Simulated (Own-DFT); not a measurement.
## Calculated data, GaP (zincblende, atoms displaced), SiC (4H silicon carbide, strained, atoms displaced), GaAs (zincblende with one plane slipped along a stacking-fault path, atoms displaced)

All values are calculated (Own-DFT development build). A calculation, not a measurement: plane-wave PBE density functional theory by an unreviewed code, no spin, of a simulated periodic cell, stress positive in tension, free energy of the whole cell less one offset for each atom, forces on such cells passed a denser k mesh, this cell's mesh not checked; offsets are fitted by least squares, one for each functional and potential file, so energies compare only between cells with the same atoms and settings and are not formation energies; the far tail of each file's local potential was reset to the Coulomb form; each entry is a single point on an unrelaxed cell, so the pressure reflects the starting lattice, mostly measured values (interpolated for alloys), from which strain is counted, and rises with the displacements; printed positions are rounded, which can move forces by about a meV/angstrom; the program, named Own-DFT, is a retired in-house code; no spin-orbit coupling.

Settings shared by all entries: functional PBE; potential files PseudoDojo norm-conserving, scalar-relativistic, standard set; wave cutoff 42 hartree; occupations Fermi-Dirac; smearing width 0.1 eV.

```yaml
- entry: 1
  formula: GaP
  kind: "zincblende, atoms displaced"
  structure:
    cell_angstrom: [[10.901, 0.0, 0.0], [0.0, 10.901, 0.0], [0.0, 0.0, 10.901]]
    atoms_fractional:
      - [Ga, 0.9938, 0.99606, 0.01374]
      - [Ga, 0.99574, 0.24842, 0.2611]
      - [Ga, 0.26367, 0.00074, 0.25237]
      - [Ga, 0.25374, 0.24599, 0.02126]
      - [P, 0.12757, 0.13129, 0.11756]
      - [P, 0.13094, 0.36146, 0.38371]
      - [P, 0.38047, 0.12682, 0.3881]
      - [P, 0.38099, 0.385, 0.12313]
      - [Ga, 0.99134, 0.99182, 0.4921]
      - [Ga, 0.99587, 0.23898, 0.73646]
      - [Ga, 0.24956, 0.97322, 0.76492]
      - [Ga, 0.26868, 0.24657, 0.49775]
      - [P, 0.11824, 0.13779, 0.6233]
      - [P, 0.12533, 0.36191, 0.87593]
      - [P, 0.37765, 0.12975, 0.87464]
      - [P, 0.37896, 0.38083, 0.62776]
      - [Ga, 0.0136, 0.50165, 0.99463]
      - [Ga, 0.02242, 0.75089, 0.26345]
      - [Ga, 0.25451, 0.49739, 0.26269]
      - [Ga, 0.23724, 0.75796, 0.99816]
      - [P, 0.11154, 0.60169, 0.12641]
      - [P, 0.14363, 0.88576, 0.37749]
      - [P, 0.38829, 0.63826, 0.36745]
      - [P, 0.36151, 0.87916, 0.11477]
      - [Ga, 0.02054, 0.50809, 0.4963]
      - [Ga, 0.98003, 0.74791, 0.7622]
      - [Ga, 0.25683, 0.49955, 0.7389]
      - [Ga, 0.26197, 0.74466, 0.49251]
      - [P, 0.13589, 0.63089, 0.60876]
      - [P, 0.12361, 0.88013, 0.86197]
      - [P, 0.3711, 0.62193, 0.88634]
      - [P, 0.37323, 0.8912, 0.62785]
      - [Ga, 0.48565, 0.00739, 0.00594]
      - [Ga, 0.51738, 0.26634, 0.25026]
      - [Ga, 0.75343, 0.01045, 0.25085]
      - [Ga, 0.73767, 0.25659, 0.00268]
      - [P, 0.6328, 0.13576, 0.14313]
      - [P, 0.62165, 0.36998, 0.39124]
      - [P, 0.87584, 0.13764, 0.37386]
      - [P, 0.87725, 0.39216, 0.11813]
      - [Ga, 0.50661, 0.99964, 0.51611]
      - [Ga, 0.49243, 0.24782, 0.75255]
      - [Ga, 0.74922, 0.99858, 0.74117]
      - [Ga, 0.75128, 0.26632, 0.49557]
      - [P, 0.628, 0.12096, 0.61924]
      - [P, 0.62243, 0.39118, 0.888]
      - [P, 0.89058, 0.13271, 0.8753]
      - [P, 0.87572, 0.39226, 0.62133]
      - [Ga, 0.48543, 0.48708, 0.00063]
      - [Ga, 0.49962, 0.74075, 0.26199]
      - [Ga, 0.76554, 0.49608, 0.25732]
      - [Ga, 0.75397, 0.75431, 0.99718]
      - [P, 0.62975, 0.62321, 0.12882]
      - [P, 0.63146, 0.88268, 0.38862]
      - [P, 0.87275, 0.62858, 0.37971]
      - [P, 0.88195, 0.85726, 0.13135]
      - [Ga, 0.50262, 0.51029, 0.50085]
      - [Ga, 0.49426, 0.75186, 0.73626]
      - [Ga, 0.73736, 0.49149, 0.74603]
      - [Ga, 0.74326, 0.74366, 0.48093]
      - [P, 0.60765, 0.61417, 0.62891]
      - [P, 0.63757, 0.8718, 0.88001]
      - [P, 0.87395, 0.6298, 0.87211]
      - [P, 0.87545, 0.87342, 0.62114]
  settings:
    hardware: "one NVIDIA H100"
    k_mesh: "3 x 3 x 3 centred on Gamma"
  results:
    "free_energy_of_cell_above_offsets [eV]": "-24.451"
    "pressure [GPa]": 5.19
    "stress_xx [GPa]": -5.51
    "stress_yy [GPa]": -4.79
    "stress_zz [GPa]": -5.28
    "stress_yz [GPa]": 0.62
    "stress_xz [GPa]": 1.93
    "stress_xy [GPa]": -0.66
    force_element: [Ga, Ga, Ga, Ga, P, P, P, P, Ga, Ga, Ga, Ga, P, P, P, P, Ga, Ga, Ga, Ga, P, P, P, P, Ga, Ga, Ga, Ga, P, P, P, P, Ga, Ga, Ga, Ga, P, P, P, P, Ga, Ga, Ga, Ga, P, P, P, P, Ga, Ga, Ga, Ga, P, P, P, P, Ga, Ga, Ga, Ga, P, P, P, P]
    "force_x [eV/angstrom]": [0.491, 1.23, -0.533, 0.938, -1.331, 0.224, 1.804, -1.633, 1.016, -0.622, 2.111, -1.749, 2.123, 0.584, -1.452, 0.572, -1.884, -0.863, -0.403, -0.409, 2.87, -0.913, -3.097, 1.335, -1.475, 2.386, -1.327, 0.026, -0.296, -3.877, -0.301, 0.05, 2.024, -1.913, 0.808, 1.767, -1.077, -0.18, -0.909, 0.162, -0.528, 1.656, 0.743, 1.248, 0.76, -0.089, -2.55, 0.475, 1.821, 3.54, -1.469, -0.063, -0.409, -1.341, 2.079, -0.117, -1.317, -0.033, 0.825, 0.101, 2.404, -2.047, -1.237, -0.725]
    "force_y [eV/angstrom]": [0.349, 1.38, 1.48, 1.406, -1.748, 0.961, -1.026, -2.361, 1.263, 2.526, 4.768, 0.822, -2.784, 0.715, -0.729, -0.798, -1.521, -0.581, -0.046, -1.534, 3.26, -0.762, -3.691, -0.873, -0.658, 1.627, 0.496, 1.597, 0.347, -2.69, 0.976, -2.146, -0.144, -0.519, -1.407, -0.112, -0.907, 2.603, -1.671, -2.03, 0.157, 0.705, 0.306, -1.627, 2.178, -2.091, -1.065, -1.0, 3.364, 3.701, 0.375, -1.136, -0.208, 0.394, -0.647, 1.428, -1.578, 0.144, 1.026, -0.075, 2.006, 1.223, -2.572, -0.847]
    "force_z [eV/angstrom]": [-1.038, -2.533, -0.401, -2.407, 2.756, -0.532, -2.192, 2.972, 0.549, 1.107, -2.249, 1.935, -1.549, -0.69, 0.584, -1.15, -2.402, -0.534, -0.676, -0.051, 2.327, 0.288, 2.616, 1.364, -0.414, -2.545, 1.707, 0.557, 2.348, 3.452, -1.401, -0.697, -0.243, 0.367, 0.437, -0.129, -2.104, -1.522, 1.12, 0.371, -1.489, -0.486, 1.259, 1.764, 1.279, -1.424, 0.78, 0.115, -0.765, -3.901, -0.139, 0.963, 0.02, -1.909, -0.559, 0.715, -1.044, 2.076, 0.31, 2.907, 0.222, -1.048, 1.274, -0.32]
    "wall_time [s]": 589.4
- entry: 2
  formula: SiC
  kind: "4H silicon carbide, strained, atoms displaced"
  structure:
    cell_angstrom:
      - [9.3085, -0.1676, 0.0458]
      - [-4.7994, 7.9877, -0.1759]
      - [0.0499, -0.1923, 10.0097]
    atoms_fractional:
      - [Si, 0.00349, 0.00617, 0.40299]
      - [Si, 0.10375, 0.21988, 0.15886]
      - [C, 0.00092, 0.99761, 0.10439]
      - [C, 0.11506, 0.21223, 0.34097]
      - [Si, 0.99656, 0.34099, 0.40548]
      - [Si, 0.10733, 0.55421, 0.16302]
      - [C, 0.00496, 0.34257, 0.09156]
      - [C, 0.12064, 0.56639, 0.3424]
      - [Si, 0.00068, 0.67088, 0.40139]
      - [Si, 0.1124, 0.88679, 0.16152]
      - [C, 0.00307, 0.67706, 0.09918]
      - [C, 0.11466, 0.8879, 0.3406]
      - [Si, 0.3276, 0.00351, 0.41132]
      - [Si, 0.44431, 0.22332, 0.15434]
      - [C, 0.32981, 0.00823, 0.09674]
      - [C, 0.44949, 0.22599, 0.35006]
      - [Si, 0.33617, 0.33055, 0.40296]
      - [Si, 0.45015, 0.56419, 0.14785]
      - [C, 0.33772, 0.32954, 0.08836]
      - [C, 0.44866, 0.56034, 0.34694]
      - [Si, 0.34318, 0.66983, 0.40461]
      - [Si, 0.44237, 0.88754, 0.15843]
      - [C, 0.34891, 0.67035, 0.09247]
      - [C, 0.441, 0.89024, 0.33985]
      - [Si, 0.66032, 0.99281, 0.40047]
      - [Si, 0.77162, 0.21926, 0.1528]
      - [C, 0.67573, 0.99974, 0.08725]
      - [C, 0.76368, 0.22852, 0.3494]
      - [Si, 0.6693, 0.34447, 0.408]
      - [Si, 0.77718, 0.56008, 0.16207]
      - [C, 0.67324, 0.33251, 0.10216]
      - [C, 0.77857, 0.56131, 0.34017]
      - [Si, 0.67172, 0.66649, 0.40652]
      - [Si, 0.77723, 0.89701, 0.15812]
      - [C, 0.67229, 0.6702, 0.0959]
      - [C, 0.78633, 0.89257, 0.34661]
      - [Si, 0.00115, 0.99783, 0.91028]
      - [Si, 0.88713, 0.78424, 0.65398]
      - [C, 0.99727, 0.00355, 0.58941]
      - [C, 0.88975, 0.78187, 0.84815]
      - [Si, 0.99984, 0.66069, 0.90453]
      - [Si, 0.88345, 0.44868, 0.65569]
      - [C, 0.00608, 0.67313, 0.59633]
      - [C, 0.89219, 0.44489, 0.8414]
      - [Si, 0.003, 0.33554, 0.9036]
      - [Si, 0.90037, 0.11708, 0.64901]
      - [C, 0.99324, 0.32537, 0.59529]
      - [C, 0.89645, 0.10763, 0.8406]
      - [Si, 0.6642, 0.99992, 0.90859]
      - [Si, 0.55215, 0.76555, 0.64955]
      - [C, 0.66537, 0.00446, 0.58358]
      - [C, 0.55048, 0.77514, 0.84831]
      - [Si, 0.65788, 0.68206, 0.90696]
      - [Si, 0.55084, 0.4382, 0.6629]
      - [C, 0.64914, 0.65262, 0.59255]
      - [C, 0.56555, 0.44637, 0.83868]
      - [Si, 0.66429, 0.33414, 0.90488]
      - [Si, 0.56537, 0.11011, 0.66918]
      - [C, 0.65957, 0.31822, 0.59452]
      - [C, 0.54802, 0.11714, 0.84062]
      - [Si, 0.3454, 0.00031, 0.90283]
      - [Si, 0.2218, 0.78286, 0.6578]
      - [C, 0.33604, 0.00252, 0.58546]
      - [C, 0.23035, 0.77858, 0.84469]
      - [Si, 0.33136, 0.67765, 0.91072]
      - [Si, 0.21997, 0.452, 0.65987]
      - [C, 0.33545, 0.67166, 0.59557]
      - [C, 0.21611, 0.43671, 0.84761]
      - [Si, 0.3255, 0.32744, 0.90596]
      - [Si, 0.21823, 0.11011, 0.6581]
      - [C, 0.33832, 0.34338, 0.59714]
      - [C, 0.22619, 0.11662, 0.84874]
  settings:
    hardware: "one NVIDIA H100"
    k_mesh: "4 x 4 x 3 centred on Gamma"
  results:
    "free_energy_of_cell_above_offsets [eV]": "-4.015"
    "pressure [GPa]": 8.49
    "stress_xx [GPa]": -2.69
    "stress_yy [GPa]": -12.36
    "stress_zz [GPa]": -10.42
    "stress_yz [GPa]": -6.37
    "stress_xz [GPa]": 0.96
    "stress_xy [GPa]": -7.36
    force_element: [Si, Si, C, C, Si, Si, C, C, Si, Si, C, C, Si, Si, C, C, Si, Si, C, C, Si, Si, C, C, Si, Si, C, C, Si, Si, C, C, Si, Si, C, C, Si, Si, C, C, Si, Si, C, C, Si, Si, C, C, Si, Si, C, C, Si, Si, C, C, Si, Si, C, C, Si, Si, C, C, Si, Si, C, C, Si, Si, C, C]
    "force_x [eV/angstrom]": [1.073, 1.478, -0.403, -1.912, 0.685, 0.651, -0.355, -0.755, 0.972, -0.831, 0.847, -1.336, 2.01, 0.176, 2.31, -1.025, -0.372, 0.935, -1.335, 0.167, -0.981, -0.162, -3.223, -0.01, 0.075, 1.253, -2.137, 3.236, -0.399, 0.457, -1.635, 0.44, -1.343, 1.834, -0.56, -2.127, 0.22, -0.054, 1.32, 0.142, -1.11, 1.026, -1.918, -0.189, -0.852, -2.316, -0.132, -1.68, 1.24, -0.771, 1.532, -1.346, 4.199, 1.016, 3.053, -1.932, 0.446, -1.298, -0.576, 3.711, -4.539, 1.63, -0.313, -1.824, 1.815, 0.895, -1.373, 0.955, 1.276, 0.88, -1.478, 0.646]
    "force_y [eV/angstrom]": [-1.481, 1.095, -0.007, 3.061, -1.161, 1.828, -2.089, -1.325, 0.14, 2.288, -3.132, 0.477, 0.278, 1.33, -2.279, -0.278, 1.294, -2.057, 1.041, -0.781, 0.339, 1.233, -0.023, -0.243, 1.97, 1.197, 0.261, -1.134, -1.232, -0.009, 0.506, -0.229, 0.631, -1.29, 0.273, -0.513, 1.05, -0.992, -0.73, -1.352, 2.082, -0.941, -0.79, -1.216, -0.939, -1.985, 3.516, 0.106, 0.77, 2.816, -1.609, 1.234, -2.762, -0.229, 1.128, 0.556, 1.861, -0.647, 2.874, -0.597, 0.064, 0.501, -0.21, 0.103, -2.845, -1.104, -0.538, 2.341, 2.526, 1.033, -1.805, -3.249]
    "force_z [eV/angstrom]": [0.508, -1.047, -1.747, 0.393, 0.133, -1.859, 0.521, 1.514, 1.175, -0.976, -1.357, 1.673, -2.189, 1.358, -1.416, -1.385, 1.224, 1.842, 1.383, -1.569, 0.548, -0.793, 0.157, 0.918, 0.564, 1.514, 1.699, -1.868, 0.763, -2.424, -2.243, 2.118, 0.039, 0.245, -0.535, -0.469, 0.676, 0.788, -0.174, -1.109, 1.113, -0.403, -1.047, 0.518, 0.308, 1.292, -1.044, 0.399, -2.143, 1.259, 2.505, -1.966, 0.522, -1.931, -0.171, 2.922, 1.226, -5.4, 0.294, 2.385, 2.1, -0.905, 4.157, -0.202, -0.49, -0.506, -0.53, -0.48, -0.154, -0.311, -0.592, -1.315]
    "wall_time [s]": 366.2
- entry: 3
  formula: GaAs
  kind: "zincblende with one plane slipped along a stacking-fault path, atoms displaced"
  structure:
    cell_angstrom:
      - [5.6533, -5.6533, 0.0]
      - [0.0, 5.6533, -5.6533]
      - [11.495, 11.495, 10.9297]
    atoms_fractional:
      - [Ga, 0.00287, 0.0049, 0.00265]
      - [As, 0.99964, 0.98064, 0.12701]
      - [Ga, 0.14671, 0.32128, 0.16261]
      - [As, 0.16611, 0.31883, 0.29135]
      - [Ga, 0.31651, 0.15707, 0.33386]
      - [As, 0.32107, 0.13544, 0.45898]
      - [Ga, 0.0174, 0.03351, 0.49684]
      - [As, 0.00963, 0.02657, 0.62136]
      - [Ga, 0.16681, 0.34613, 0.66982]
      - [As, 0.14811, 0.32825, 0.78761]
      - [Ga, 0.34611, 0.18487, 0.8313]
      - [As, 0.33042, 0.16863, 0.95871]
      - [Ga, 0.00426, 0.5092, 0.9996]
      - [As, 0.99454, 0.51432, 0.12502]
      - [Ga, 0.15952, 0.83185, 0.16977]
      - [As, 0.16313, 0.81195, 0.29409]
      - [Ga, 0.30564, 0.63621, 0.33153]
      - [As, 0.31052, 0.61755, 0.45579]
      - [Ga, 0.02185, 0.54956, 0.49736]
      - [As, 0.02542, 0.51714, 0.62539]
      - [Ga, 0.16904, 0.83374, 0.6664]
      - [As, 0.16126, 0.84484, 0.79678]
      - [Ga, 0.33633, 0.68544, 0.83003]
      - [As, 0.32774, 0.67685, 0.96151]
      - [Ga, 0.51533, 0.01937, 0.99961]
      - [As, 0.50254, 0.98436, 0.12436]
      - [Ga, 0.65825, 0.33566, 0.1631]
      - [As, 0.65961, 0.31028, 0.29178]
      - [Ga, 0.81833, 0.13607, 0.3369]
      - [As, 0.81408, 0.15047, 0.45783]
      - [Ga, 0.53011, 0.04317, 0.50233]
      - [As, 0.52058, 0.02912, 0.62311]
      - [Ga, 0.6727, 0.34191, 0.66948]
      - [As, 0.68683, 0.3506, 0.79212]
      - [Ga, 0.83561, 0.18129, 0.83362]
      - [As, 0.83819, 0.16588, 0.96628]
      - [Ga, 0.49355, 0.50144, 0.99699]
      - [As, 0.46666, 0.47136, 0.124]
      - [Ga, 0.66476, 0.8208, 0.17423]
      - [As, 0.65271, 0.81455, 0.29051]
      - [Ga, 0.82909, 0.65069, 0.33956]
      - [As, 0.81833, 0.62589, 0.45535]
      - [Ga, 0.52297, 0.54015, 0.50379]
      - [As, 0.4941, 0.52336, 0.62562]
      - [Ga, 0.67244, 0.84524, 0.66621]
      - [As, 0.66544, 0.84013, 0.7903]
      - [Ga, 0.83379, 0.67382, 0.8354]
      - [As, 0.82791, 0.67033, 0.95736]
  settings:
    k_mesh: "4 x 4 x 2 centred on Gamma"
  results:
    "free_energy_of_cell_above_offsets [eV]": "-14.056"
    "pressure [GPa]": 5.16
    "stress_xx [GPa]": -5.18
    "stress_yy [GPa]": -5.36
    "stress_zz [GPa]": -4.93
    "stress_yz [GPa]": -0.85
    "stress_xz [GPa]": -1.02
    "stress_xy [GPa]": 1.98
    force_element: [Ga, As, Ga, As, Ga, As, Ga, As, Ga, As, Ga, As, Ga, As, Ga, As, Ga, As, Ga, As, Ga, As, Ga, As, Ga, As, Ga, As, Ga, As, Ga, As, Ga, As, Ga, As, Ga, As, Ga, As, Ga, As, Ga, As, Ga, As, Ga, As]
    "force_x [eV/angstrom]": [0.018, -0.987, -0.295, -1.846, 1.066, 0.436, -0.841, 0.145, -0.264, 2.261, -0.222, 0.036, -0.394, -0.303, 1.423, -0.582, 1.294, 0.458, 1.424, -1.874, 0.646, -0.149, -0.08, 0.15, -0.721, 0.14, 0.109, -0.138, -0.204, 2.006, -1.727, -0.336, 0.038, -0.821, 0.221, -0.339, 0.112, 1.088, -1.443, 1.082, -1.715, -0.28, -0.429, 0.91, 0.345, 0.45, -0.317, 0.451]
    "force_y [eV/angstrom]": [-0.572, 1.331, 0.722, 0.401, -1.358, 0.101, 0.412, -0.472, -1.073, 0.285, 0.314, -0.328, 0.516, -0.686, -1.038, 1.209, -0.457, -0.145, -0.582, 0.697, 0.963, -0.794, 0.09, -1.084, 0.497, 0.896, -0.286, 0.415, -0.32, -1.46, 0.732, 0.419, 0.136, 0.808, 0.006, -0.491, 0.459, -0.145, -1.461, 0.727, -1.352, 2.522, -0.449, -0.914, 0.088, 0.132, 0.359, 0.229]
    "force_z [eV/angstrom]": [0.76, -0.849, 0.681, 0.005, 0.728, -2.159, 1.753, 1.076, -0.055, -0.258, 0.219, -0.521, 0.438, 0.663, 0.287, -0.842, -0.002, -2.33, 3.058, -0.238, -1.021, -1.061, 1.258, -0.985, 1.12, -0.307, 1.139, -0.471, -0.931, -2.166, 2.458, 1.375, -1.446, 0.019, 1.735, -1.773, 0.238, -1.503, -0.642, 1.568, -0.959, -1.761, 1.794, 0.857, -0.711, -0.2, -0.24, 0.203]
```
